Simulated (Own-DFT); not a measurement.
## Calculated data, AlGa3N4 (wurtzite random alloy, strained, atoms displaced)

A calculation, not a measurement: plane-wave density functional theory by an unreviewed code, no spin, of a simulated periodic cell, stress positive in tension, run twice, with PBE and with PBEsol, both on files made for PBE, so the change isn't that of files made for PBEsol, forces on such cells passed a denser k mesh, this cell's mesh not checked; the far tail of each file's local potential was reset to the Coulomb form; each entry is a single point on an unrelaxed cell, so the pressure reflects the starting lattice, mostly measured values (interpolated for alloys), from which strain is counted, and rises with the displacements; printed positions are rounded, which can move forces by about a meV/angstrom; the program, named Own-DFT, is a retired in-house code; no spin-orbit coupling; stress was not checked against mesh or cutoff. Program: Own-DFT development build.

Settings shared by all entries: functional PBE, then PBEsol; potential files PseudoDojo norm-conserving, scalar-relativistic, standard set; wave cutoff 42 hartree; occupations Fermi-Dirac; smearing width 0.1 eV; k mesh 4 x 4 x 3 centred on Gamma.

```yaml
- entry: 1
  formula: AlGa3N4
  kind: "wurtzite random alloy, strained, atoms displaced"
  structure:
    cell_angstrom: [[9.7232, 0.0, 0.0], [-4.8616, 8.4205, 0.0], [0.0, 0.0, 10.2685]]
    atoms_fractional:
      - [Al, 0.11048, 0.22497, 0.00028]
      - [Ga, 0.22215, 0.10498, 0.25273]
      - ["N", 0.11482, 0.22881, 0.19504]
      - ["N", 0.21545, 0.10976, 0.43239]
      - [Ga, 0.10903, 0.21617, 0.48909]
      - [Al, 0.21803, 0.1036, 0.74916]
      - ["N", 0.11231, 0.21913, 0.68811]
      - ["N", 0.22006, 0.10302, 0.93319]
      - [Ga, 0.11602, 0.56731, 0.99469]
      - [Ga, 0.22182, 0.44866, 0.25341]
      - ["N", 0.10242, 0.55074, 0.18401]
      - ["N", 0.21787, 0.44689, 0.43554]
      - [Ga, 0.11283, 0.56506, 0.49886]
      - [Ga, 0.21243, 0.44887, 0.75925]
      - ["N", 0.11205, 0.55365, 0.6897]
      - ["N", 0.22659, 0.44624, 0.93646]
      - [Ga, 0.11149, 0.8833, 0.99598]
      - [Al, 0.21733, 0.77482, 0.24757]
      - ["N", 0.11439, 0.89331, 0.19264]
      - ["N", 0.21459, 0.76979, 0.43743]
      - [Al, 0.10612, 0.8832, 0.49505]
      - [Ga, 0.23697, 0.78432, 0.74713]
      - ["N", 0.11596, 0.88027, 0.69022]
      - ["N", 0.2178, 0.77516, 0.938]
      - [Al, 0.44126, 0.22532, 0.9991]
      - [Ga, 0.55007, 0.11291, 0.24785]
      - ["N", 0.43861, 0.21843, 0.18929]
      - ["N", 0.56033, 0.11782, 0.44488]
      - [Al, 0.436, 0.22452, 0.49619]
      - [Al, 0.55503, 0.10054, 0.75659]
      - ["N", 0.44167, 0.21512, 0.69038]
      - ["N", 0.55878, 0.10826, 0.93943]
      - [Ga, 0.45028, 0.55183, 0.00283]
      - [Al, 0.54778, 0.4481, 0.24324]
      - ["N", 0.43543, 0.55121, 0.19232]
      - ["N", 0.57034, 0.45095, 0.43293]
      - [Ga, 0.44937, 0.55206, 0.49719]
      - [Ga, 0.55351, 0.44506, 0.75505]
      - ["N", 0.43353, 0.55588, 0.6874]
      - ["N", 0.5611, 0.44724, 0.92945]
      - [Ga, 0.44662, 0.89803, 0.00057]
      - [Al, 0.54943, 0.76652, 0.25367]
      - ["N", 0.44549, 0.89732, 0.1844]
      - ["N", 0.54337, 0.77885, 0.43494]
      - [Ga, 0.44167, 0.89147, 0.49902]
      - [Ga, 0.55877, 0.79081, 0.74736]
      - ["N", 0.44492, 0.88706, 0.68834]
      - ["N", 0.54747, 0.78096, 0.94328]
      - [Ga, 0.77082, 0.22102, 0.01014]
      - [Ga, 0.88023, 0.1052, 0.24801]
      - ["N", 0.77828, 0.22227, 0.18663]
      - ["N", 0.89047, 0.11033, 0.43816]
      - [Ga, 0.77875, 0.21982, 0.50145]
      - [Ga, 0.89541, 0.12177, 0.74948]
      - ["N", 0.78492, 0.22513, 0.69572]
      - ["N", 0.89378, 0.11536, 0.93995]
      - [Ga, 0.77259, 0.55081, 0.00138]
      - [Ga, 0.88976, 0.44342, 0.25206]
      - ["N", 0.78195, 0.56353, 0.18816]
      - ["N", 0.88823, 0.43891, 0.44249]
      - [Ga, 0.78562, 0.55484, 0.49426]
      - [Ga, 0.88347, 0.44266, 0.75717]
      - ["N", 0.78055, 0.55238, 0.6826]
      - ["N", 0.88944, 0.43896, 0.94678]
      - [Ga, 0.78221, 0.89957, 0.00123]
      - [Ga, 0.89138, 0.7872, 0.25621]
      - ["N", 0.77918, 0.88218, 0.18123]
      - ["N", 0.88657, 0.77557, 0.43932]
      - [Ga, 0.78942, 0.9014, 0.49846]
      - [Ga, 0.88304, 0.77625, 0.75279]
      - ["N", 0.77749, 0.88324, 0.68337]
      - ["N", 0.88861, 0.7705, 0.94636]
  results:
    "PBE_pressure [GPa]": -0.95
    "PBE_stress_xx [GPa]": 4.23
    "PBE_stress_yy [GPa]": 4.02
    "PBE_stress_zz [GPa]": -5.42
    "PBE_stress_yz [GPa]": 0.68
    "PBE_stress_xz [GPa]": -0.27
    "PBE_stress_xy [GPa]": 0.55
    "PBEsol_pressure [GPa]": -5.52
    "PBEsol_stress_xx [GPa]": 8.76
    "PBEsol_stress_yy [GPa]": 8.54
    "PBEsol_stress_zz [GPa]": -0.74
    "PBEsol_stress_yz [GPa]": 0.64
    "PBEsol_stress_xz [GPa]": -0.28
    "PBEsol_stress_xy [GPa]": 0.51
    force_element: [Al, Ga, "N", "N", Ga, Al, "N", "N", Ga, Ga, "N", "N", Ga, Ga, "N", "N", Ga, Al, "N", "N", Al, Ga, "N", "N", Al, Ga, "N", "N", Al, Al, "N", "N", Ga, Al, "N", "N", Ga, Ga, "N", "N", Ga, Al, "N", "N", Ga, Ga, "N", "N", Ga, Ga, "N", "N", Ga, Ga, "N", "N", Ga, Ga, "N", "N", Ga, Ga, "N", "N", Ga, Ga, "N", "N", Ga, Ga, "N", "N"]
    "PBE_force_x [eV/angstrom]": [0.459, -0.996, -0.162, 1.841, -0.48, 0.194, 0.595, -0.184, 0.238, -1.102, 0.835, 0.706, 0.582, 1.736, -1.209, -0.079, -0.8, 0.297, 0.57, -0.603, 0.322, -1.809, -1.302, 1.025, 0.216, 0.924, 0.076, -1.534, 1.398, -0.418, -0.03, -1.591, -1.334, 1.782, 1.482, -1.808, -0.947, -0.357, 1.205, -0.513, -0.248, -0.373, 0.007, 1.635, -0.048, 1.159, 0.307, 1.445, 1.196, 0.842, -0.598, -0.684, -0.117, 0.786, -1.734, 0.126, 1.212, -0.65, -1.125, 0.451, -0.541, 0.577, -0.818, -0.618, 0.089, 0.689, -1.829, 0.719, -0.946, 1.228, -0.502, -0.86]
    "PBE_force_y [eV/angstrom]": [-0.103, 0.963, -1.098, -0.913, 1.81, 0.344, -0.195, 1.601, -2.14, -0.636, 1.711, -0.298, -2.383, -0.822, 0.798, -0.759, 0.524, 0.108, -1.383, 2.531, 0.227, -1.73, 1.351, 1.336, -0.956, 0.011, 1.97, -0.326, 0.212, 1.694, -0.352, 1.385, 1.008, -0.389, 0.88, -1.609, 0.396, -0.077, 0.266, -1.36, -1.404, 1.572, -1.943, -0.069, 0.107, -2.215, 1.935, -0.238, 0.19, 0.431, -0.273, 0.41, 0.384, -1.038, -1.058, 0.452, 0.554, 0.129, -1.207, 0.341, -0.169, 0.561, 0.247, 0.473, -1.26, -0.961, 0.245, 1.024, -2.084, -0.568, 1.085, 0.753]
    "PBE_force_z [eV/angstrom]": [0.26, -1.752, -1.487, 2.157, 1.485, -0.672, -0.127, 0.955, 0.703, -0.818, 0.809, 1.121, 0.92, -2.563, 0.15, 2.503, 0.629, -0.322, -0.238, -1.019, 0.926, 0.388, -1.199, -0.354, -0.647, 0.792, -1.077, -0.621, 0.82, -1.369, -0.314, -0.334, -1.019, 0.912, -0.168, -0.54, 0.529, -3.89, 0.432, 3.687, 0.005, -1.093, 1.886, -0.151, -0.552, 0.484, -0.087, -0.462, -2.417, -0.416, 2.311, -0.49, 0.609, 0.105, -0.494, 0.5, 0.113, -0.382, 0.942, -0.602, 0.627, -0.574, 1.131, -0.483, -1.439, -1.627, 2.408, 0.72, 0.023, -0.156, 0.958, -1.043]
    "PBEsol_force_x [eV/angstrom]": [0.468, -0.984, -0.161, 1.676, -0.485, 0.188, 0.446, -0.191, 0.223, -1.074, 0.811, 0.697, 0.58, 1.698, -1.164, -0.085, -0.787, 0.31, 0.44, -0.481, 0.316, -1.78, -1.249, 0.996, 0.23, 0.906, 0.081, -1.392, 1.378, -0.401, -0.021, -1.456, -1.33, 1.779, 1.31, -1.761, -0.941, -0.343, 1.188, -0.5, -0.22, -0.367, 0.013, 1.574, -0.015, 1.114, 0.293, 1.413, 1.172, 0.831, -0.587, -0.661, -0.109, 0.758, -1.583, -0.003, 1.197, -0.616, -1.009, 0.431, -0.548, 0.573, -0.794, -0.617, 0.092, 0.669, -1.687, 0.587, -0.915, 1.204, -0.492, -0.835]
    "PBEsol_force_y [eV/angstrom]": [-0.111, 0.938, -1.066, -0.835, 1.761, 0.33, -0.138, 1.437, -2.094, -0.644, 1.553, -0.292, -2.327, -0.775, 0.779, -0.612, 0.512, 0.103, -1.272, 2.387, 0.23, -1.7, 1.204, 1.298, -0.96, -0.004, 1.795, -0.385, 0.23, 1.686, -0.234, 1.292, 0.998, -0.397, 0.785, -1.45, 0.41, -0.067, 0.255, -1.201, -1.359, 1.584, -1.774, -0.067, 0.078, -2.176, 1.74, -0.218, 0.18, 0.434, -0.266, 0.387, 0.381, -0.991, -0.977, 0.353, 0.572, 0.124, -1.133, 0.351, -0.17, 0.542, 0.242, 0.467, -1.225, -0.938, 0.307, 0.939, -2.029, -0.569, 1.06, 0.734]
    "PBEsol_force_z [eV/angstrom]": [0.262, -1.696, -1.333, 2.005, 1.441, -0.675, -0.162, 1.012, 0.7, -0.787, 0.752, 1.063, 0.908, -2.504, 0.151, 2.371, 0.611, -0.333, -0.266, -0.894, 0.917, 0.384, -1.094, -0.348, -0.648, 0.759, -0.945, -0.652, 0.801, -1.378, -0.26, -0.184, -1.006, 0.896, -0.269, -0.43, 0.541, -3.777, 0.414, 3.562, 0.026, -1.124, 1.757, 0.018, -0.521, 0.466, -0.127, -0.467, -2.35, -0.389, 2.239, -0.483, 0.598, 0.107, -0.524, 0.435, 0.114, -0.381, 0.871, -0.606, 0.625, -0.566, 1.113, -0.496, -1.375, -1.599, 2.313, 0.632, 0.046, -0.149, 0.929, -1.041]
    "rms_change_of_force_components_from_PBE_to_PBEsol [eV/angstrom]": 0.067
- entry: 2
  formula: AlGa3N4
  kind: "wurtzite random alloy, strained, atoms displaced"
  structure:
    cell_angstrom: [[9.7232, 0.0, 0.0], [-4.8616, 8.4205, 0.0], [0.0, 0.0, 10.2685]]
    atoms_fractional:
      - [Ga, 0.10486, 0.22126, 0.01208]
      - [Ga, 0.22783, 0.12003, 0.24774]
      - ["N", 0.11337, 0.22464, 0.19344]
      - ["N", 0.21235, 0.10376, 0.44139]
      - [Ga, 0.11576, 0.22083, 0.50751]
      - [Ga, 0.22211, 0.11325, 0.7525]
      - ["N", 0.10913, 0.22379, 0.69492]
      - ["N", 0.22462, 0.11274, 0.93412]
      - [Al, 0.11579, 0.5546, 0.99754]
      - [Ga, 0.21557, 0.44624, 0.24926]
      - ["N", 0.10577, 0.54986, 0.19191]
      - ["N", 0.22314, 0.44459, 0.43466]
      - [Ga, 0.11568, 0.54664, 0.4941]
      - [Ga, 0.22277, 0.44795, 0.7485]
      - ["N", 0.11267, 0.54902, 0.69144]
      - ["N", 0.21241, 0.43812, 0.93774]
      - [Al, 0.11863, 0.89383, 0.00369]
      - [Ga, 0.22497, 0.79037, 0.24423]
      - ["N", 0.10995, 0.8825, 0.19145]
      - ["N", 0.22571, 0.77916, 0.42917]
      - [Al, 0.11575, 0.88286, 0.49556]
      - [Ga, 0.22327, 0.76881, 0.74837]
      - ["N", 0.10186, 0.88024, 0.68848]
      - ["N", 0.22535, 0.77839, 0.93785]
      - [Ga, 0.44437, 0.22142, 0.99472]
      - [Ga, 0.54868, 0.10853, 0.25875]
      - ["N", 0.44441, 0.20703, 0.18627]
      - ["N", 0.5557, 0.11124, 0.44162]
      - [Ga, 0.44076, 0.22671, 0.50059]
      - [Al, 0.56503, 0.12034, 0.75369]
      - ["N", 0.4516, 0.22832, 0.68717]
      - ["N", 0.56372, 0.11572, 0.93619]
      - [Ga, 0.44603, 0.54944, 0.99674]
      - [Ga, 0.55139, 0.44627, 0.24474]
      - ["N", 0.44931, 0.55512, 0.18649]
      - ["N", 0.55036, 0.43186, 0.4442]
      - [Al, 0.44754, 0.55415, 0.50316]
      - [Ga, 0.55387, 0.44811, 0.75442]
      - ["N", 0.45392, 0.56043, 0.67998]
      - ["N", 0.55499, 0.44647, 0.94476]
      - [Al, 0.44309, 0.88731, 0.99999]
      - [Ga, 0.54391, 0.7708, 0.24566]
      - ["N", 0.46007, 0.90252, 0.18716]
      - ["N", 0.55418, 0.78314, 0.43852]
      - [Ga, 0.45145, 0.88776, 0.49669]
      - [Al, 0.5519, 0.77807, 0.75548]
      - ["N", 0.45125, 0.8842, 0.69164]
      - ["N", 0.56024, 0.78416, 0.92885]
      - [Ga, 0.7786, 0.21842, 0.00164]
      - [Al, 0.89911, 0.10921, 0.25086]
      - ["N", 0.7768, 0.21021, 0.19182]
      - ["N", 0.8935, 0.10781, 0.44141]
      - [Ga, 0.77883, 0.23318, 0.50097]
      - [Ga, 0.87397, 0.09855, 0.75054]
      - ["N", 0.77583, 0.21982, 0.68416]
      - ["N", 0.9031, 0.11957, 0.93791]
      - [Ga, 0.78619, 0.5645, 0.99725]
      - [Al, 0.89731, 0.45641, 0.24692]
      - ["N", 0.78208, 0.55373, 0.19022]
      - ["N", 0.88743, 0.44088, 0.4435]
      - [Ga, 0.77653, 0.55754, 0.49073]
      - [Ga, 0.88606, 0.45192, 0.74643]
      - ["N", 0.78152, 0.55975, 0.68422]
      - ["N", 0.8889, 0.44685, 0.93309]
      - [Ga, 0.77323, 0.88521, 0.00707]
      - [Ga, 0.89677, 0.78804, 0.2511]
      - ["N", 0.77635, 0.89575, 0.188]
      - ["N", 0.87593, 0.7644, 0.43843]
      - [Ga, 0.78105, 0.88933, 0.49684]
      - [Ga, 0.90084, 0.79268, 0.74716]
      - ["N", 0.76336, 0.88761, 0.69337]
      - ["N", 0.8807, 0.76716, 0.9417]
  results:
    "PBE_pressure [GPa]": -0.67
    "PBE_stress_xx [GPa]": 3.13
    "PBE_stress_yy [GPa]": 3.49
    "PBE_stress_zz [GPa]": -4.6
    "PBE_stress_yz [GPa]": 0.69
    "PBE_stress_xz [GPa]": -0.35
    "PBE_stress_xy [GPa]": 1.32
    "PBEsol_pressure [GPa]": -5.21
    "PBEsol_stress_xx [GPa]": 7.65
    "PBEsol_stress_yy [GPa]": 8.0
    "PBEsol_stress_zz [GPa]": -0.01
    "PBEsol_stress_yz [GPa]": 0.67
    "PBEsol_stress_xz [GPa]": -0.31
    "PBEsol_stress_xy [GPa]": 1.26
    force_element: [Ga, Ga, "N", "N", Ga, Ga, "N", "N", Al, Ga, "N", "N", Ga, Ga, "N", "N", Al, Ga, "N", "N", Al, Ga, "N", "N", Ga, Ga, "N", "N", Ga, Al, "N", "N", Ga, Ga, "N", "N", Al, Ga, "N", "N", Al, Ga, "N", "N", Ga, Al, "N", "N", Ga, Al, "N", "N", Ga, Ga, "N", "N", Ga, Al, "N", "N", Ga, Ga, "N", "N", Ga, Ga, "N", "N", Ga, Ga, "N", "N"]
    "PBE_force_x [eV/angstrom]": [1.16, 0.389, -0.118, 1.048, -1.05, 0.247, 0.228, -0.316, -1.171, 1.084, 0.02, 1.854, -1.47, 0.958, -0.854, 0.798, -0.597, 2.139, -0.973, -0.466, -0.846, -0.111, 2.588, -0.154, 0.668, 2.231, -1.78, -0.499, 0.635, -0.412, 0.007, -0.747, -1.547, 1.884, -1.544, -1.227, -0.174, 1.006, -1.085, 0.829, 0.626, 0.979, -1.425, 1.601, -1.309, 0.594, -1.201, -1.006, 0.235, -2.154, 0.51, -0.179, 0.634, 0.65, -0.524, -1.567, 0.124, -0.658, -0.368, 0.367, 0.258, 0.723, -0.929, 0.977, 0.493, -1.286, 0.896, 1.417, -0.847, -2.573, 1.325, 0.984]
    "PBE_force_y [eV/angstrom]": [0.392, -0.828, -0.406, -0.48, -0.108, -0.033, -0.369, -1.023, -0.088, 0.041, 1.314, -0.208, 1.15, -0.936, 0.74, 1.1, -0.685, -1.448, 2.027, -0.114, 0.001, 0.96, 1.6, -0.043, -0.151, 0.781, 1.871, 0.13, -2.172, -0.852, -0.97, -1.256, 0.955, -0.993, -0.147, 2.738, 0.335, 0.175, 0.335, -0.494, 0.821, 1.19, -2.158, -2.275, 0.734, -0.476, 1.038, -0.611, 0.737, 0.232, 1.64, 0.671, -2.14, 1.901, 0.305, -1.671, -2.442, -2.387, 0.382, 1.733, -1.896, -0.941, 0.436, 0.208, 0.534, -1.404, -0.356, 2.766, 0.008, -2.216, -0.913, 3.711]
    "PBE_force_z [eV/angstrom]": [-2.288, 0.741, 0.602, -0.284, -0.445, -1.454, -0.258, 2.315, -0.058, -0.09, -1.577, 0.916, 0.721, 0.118, -1.08, 0.995, -1.1, 0.177, -1.608, 1.594, 0.51, -0.419, -1.51, 1.609, 0.219, -0.609, -0.224, 0.738, 0.276, -1.249, 1.386, -0.03, -0.246, 0.803, -0.096, -1.602, -1.581, -0.967, 1.789, -0.517, -0.73, 0.829, -1.249, -0.536, 1.014, -2.245, 0.104, 2.754, 0.271, 0.745, 0.616, -0.902, -0.604, -0.132, 1.542, 0.378, 0.74, 0.685, 0.283, -1.971, 1.432, -0.245, 0.327, 1.365, -1.855, -0.408, 1.457, -0.248, 0.636, 0.767, -0.659, -0.374]
    "PBEsol_force_x [eV/angstrom]": [1.133, 0.387, 0.016, 1.018, -1.034, 0.226, 0.242, -0.292, -1.169, 1.054, 0.186, 1.686, -1.429, 0.915, -0.822, 0.911, -0.606, 2.083, -0.944, -0.328, -0.858, -0.109, 2.497, -0.157, 0.652, 2.177, -1.755, -0.486, 0.633, -0.426, -0.111, -0.722, -1.48, 1.84, -1.502, -1.093, -0.176, 0.972, -1.047, 0.793, 0.629, 0.962, -1.398, 1.549, -1.26, 0.596, -1.312, -0.867, 0.21, -2.131, 0.394, -0.16, 0.617, 0.65, -0.391, -1.547, 0.101, -0.662, -0.501, 0.355, 0.251, 0.707, -0.893, 0.849, 0.479, -1.26, 0.882, 1.297, -0.838, -2.499, 1.438, 0.879]
    "PBEsol_force_y [eV/angstrom]": [0.399, -0.798, -0.319, -0.304, -0.119, -0.007, -0.359, -0.874, -0.074, 0.034, 1.348, -0.252, 1.104, -0.94, 0.736, 0.996, -0.682, -1.411, 1.966, -0.173, -0.011, 0.926, 1.559, -0.053, -0.137, 0.743, 1.822, 0.125, -2.093, -0.851, -0.877, -1.114, 0.914, -0.957, -0.14, 2.606, 0.327, 0.163, 0.208, -0.482, 0.821, 1.183, -2.107, -2.105, 0.713, -0.522, 0.987, -0.636, 0.708, 0.227, 1.575, 0.638, -2.077, 1.867, 0.363, -1.631, -2.374, -2.396, 0.458, 1.675, -1.854, -0.917, 0.416, 0.159, 0.496, -1.395, -0.491, 2.652, 0.019, -2.182, -0.784, 3.566]
    "PBEsol_force_z [eV/angstrom]": [-2.253, 0.74, 0.508, -0.326, -0.43, -1.392, -0.281, 2.205, -0.06, -0.065, -1.481, 0.851, 0.705, 0.131, -1.056, 0.914, -1.113, 0.222, -1.426, 1.49, 0.499, -0.386, -1.345, 1.436, 0.227, -0.6, -0.216, 0.693, 0.282, -1.262, 1.3, 0.099, -0.221, 0.787, -0.102, -1.606, -1.619, -0.949, 1.911, -0.527, -0.729, 0.823, -1.065, -0.562, 0.976, -2.257, 0.004, 2.87, 0.27, 0.736, 0.511, -0.753, -0.558, -0.131, 1.44, 0.37, 0.72, 0.7, 0.208, -1.812, 1.419, -0.228, 0.317, 1.282, -1.798, -0.389, 1.346, -0.284, 0.625, 0.759, -0.696, -0.396]
    "rms_change_of_force_components_from_PBE_to_PBEsol [eV/angstrom]": 0.068
```
